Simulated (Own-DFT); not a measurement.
# What a defect does to the pressure of its cell: grey tin

Source: density functional calculations with Own-DFT, an unreviewed in-house program that is no longer used. Nothing was measured or relaxed, and spin and spin-orbit coupling are left out.

Settings: PBE; PseudoDojo norm-conserving scalar-relativistic files; cutoff 42 hartree; 3 x 3 x 3 k mesh centred on Gamma; cold (Marzari-Vanderbilt) smearing of 0.2 eV.

Known weak points (not all hold for every row): not probed for a lower state with spin; forces on such cells moved up to 12 meV/angstrom on a denser k mesh; stress not checked against mesh or cutoff.

All runs share one cell, with vectors in Å (12.978, 0.000, 0.000); (0.000, 12.978, 0.000); (0.000, 0.000, 12.978) and a volume of 2185.9 Å³. The atoms are randomly displaced, by u rms on each axis. The defect's site can differ from row to row.

| cell | formula | u (Å) | P (GPa) |
|---|---|---|---|
| no defect | Sn64 | 0.0201 | 3.38 |
| no defect | Sn64 | 0.0464 | 3.58 |
| no defect | Sn64 | 0.0466 | 3.58 |
| two Sn vacancies | Sn62 | 0.0294 | ? |
| two Sn vacancies | Sn62 | 0.0315 | 3.07 |
| two Sn vacancies | Sn62 | 0.0476 | 3.29 |
| two Sn vacancies | Sn62 | 0.0499 | 3.26 |
| one Sn vacancy | Sn63 | 0.0301 | 3.25 |
| one Sn vacancy | Sn63 | 0.0465 | 3.35 |
| one Sn vacancy | Sn63 | 0.0480 | 3.38 |

## Worked fit

P = P0 + c u² + a shift for each defect gives P0 = 3.33 GPa, c = 115 ± 13 GPa/Å² and a scatter of 0.03 GPa. The shifts, and each times the cell's volume:

- one Sn vacancy: -0.21 ± 0.02 GPa, -2.9 eV
- two Sn vacancies: -0.35 ± 0.02 GPa, -4.8 eV (-2.4 eV for each of its 2 sites)

Against the defect-free cell, a freed cell would be larger where the shift is positive and smaller where it is negative (160.2 GPa Å³ is 1 eV). The atoms around the defects weren't relaxed, which would change these numbers.

## Withheld run

The question: what pressure belongs in the blank (two Sn vacancies, u = 0.0294 Å)?

Estimate: 3.08 ± 0.04 GPa. The run itself gave 3.11 GPa.
